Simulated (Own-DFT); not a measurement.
# Response to strain: wurtzite GaN, 72 atoms (Ga36N36)

All numbers below are calculated, not measured. They come from Own-DFT, an in-house plane-wave density functional program, since retired, whose code no person has reviewed. Each row is one single-point run on a periodic cell that was not relaxed, without spin or spin-orbit coupling.

Settings of every run: PBE; PseudoDojo norm-conserving scalar-relativistic files (stringent for Ga); cutoff 96 hartree; 4 x 4 x 3 k mesh centred on Gamma; Gaussian smearing of 0.01 eV.

Known limits: forces not confirmed at this smearing and k mesh; stress not checked against mesh or cutoff.

Unstrained cell vectors in Å: (9.567, 0.000, 0.000); (-4.784, 8.285, 0.000); (0.000, 0.000, 10.370). The unstrained cell has measured lattice constants (interpolated for alloys), not those of this functional. That, the random moves and any unrelaxed bonds set the pressure at no strain. Each run strains this cell uniformly, with the atoms carried along. Every atom was also moved at random, by a Gaussian of width 0.05 Å on each axis. Strain is the symmetric tensor, in per cent. Stress is positive in tension, and the pressure is minus a third of its trace.

```
run,e_xx (%),e_yy (%),e_zz (%),e_yz (%),e_xz (%),e_xy (%),s_xx (GPa),s_yy (GPa),s_zz (GPa),s_yz (GPa),s_xz (GPa),s_xy (GPa),P (GPa),E (meV/atom)
1,-1.83,-1.12,0.53,-0.21,0.18,-0.22,-17.46,-14.53,-5.36,-0.55,0.95,-0.35,12.45,36.6
2,0.49,-0.85,-0.97,-1.58,0.87,0.21,-7.21,-10.74,-10.75,-3.01,1.49,1.09,9.57,18.1
3,-1.54,0.24,-1.05,1.13,0.87,-0.31,-13.45,-7.80,-14.85,2.40,1.87,-2.13,12.03,31.1
4,-1.00,1.76,0.87,-1.61,1.02,1.75,-8.42,-0.77,-2.99,-3.44,1.79,3.72,4.06,20.4
5,-0.10,-0.44,-0.79,1.23,-0.03,1.83,-8.67,-12.18,-10.33,2.49,-0.39,7.33,10.39,44.1
6,-1.28,1.76,1.87,-1.80,-0.66,0.06,-8.13,-1.00,0.60,-3.53,-2.16,0.39,2.84,15.7
7,1.02,1.05,1.42,0.72,1.18,1.89,-0.75,-2.71,0.64,0.95,2.26,4.20,0.94,19.6
8,-0.38,1.36,-0.25,-1.25,1.65,-1.43,-8.23,-3.91,-7.22,-2.97,2.86,-6.88,6.46,38.5
9,-1.17,-1.65,-1.43,1.81,-1.70,0.36,-17.41,-15.35,-15.79,3.98,-3.55,0.57,16.18,49.5
10,-1.26,-1.22,-0.93,-0.69,-1.97,-0.19,-12.66,-15.08,-14.92,-0.81,-3.52,0.80,14.22,42.0
11,1.42,0.72,0.52,1.95,-1.09,-1.46,-1.26,-3.47,-3.74,3.92,-1.43,-5.45,2.83,24.0
12,0.09,0.66,1.66,0.66,-1.61,0.22,-5.28,-2.26,0.19,1.58,-3.92,0.37,2.45,0.0
13,-1.69,-1.92,1.36,-1.43,-1.83,0.94,-18.15,-15.87,-4.19,-3.25,-5.03,2.92,12.74,66.0
14,1.25,-1.44,1.29,1.01,1.32,0.01,-2.39,-11.36,-1.88,2.68,2.50,0.57,5.21,17.8
15,-1.09,0.75,-0.72,1.00,0.52,-1.34,?,?,?,?,?,?,?,?
```

E is the free energy for each atom above the lowest run shown.

## Worked fit

Each stress component was fitted by least squares to a constant and the strains of the runs shown, as fractions, with shears doubled. Shear strains stay in the fit of a normal stress only where such slopes are resolved. The slopes, in GPa:

```
stress  at no strain  per e_xx  per e_yy  per e_zz  scatter
  s_xx          -7.5  423 ± 33  158 ± 30   53 ± 34     1.33
  s_yy          -7.9   84 ± 29  391 ± 26   74 ± 30     1.15
  s_zz          -7.3   91 ± 27   60 ± 25  448 ± 28     1.09
```

Each shear stress against twice its own strain: yz 102 ± 5, xz 104 ± 7, xy 165 ± 16 GPa. These are stiffnesses along x, y and z of the frame in which the cell vectors are given, which need not be the crystal's axes. The atoms are held to the strained lattice; where symmetry lets them move under strain, relaxing them would lower some slopes. The table should be nearly symmetric about its diagonal, and what it lacks of that shows the noise. A ninth of its sum, 198 ± 4 GPa, estimates the bulk modulus near the mean pressure of these runs, 8.0 GPa, so it lies above the value at zero pressure.

## Withheld run

Question: what normal stresses and pressure should run 15 give?

The fit gives s_xx = -11.3, s_yy = -6.4, s_zz = -11.1 and P = 9.6 GPa. The calculation gave -9.27, -5.97, -13.29 and P = 9.51 GPa.
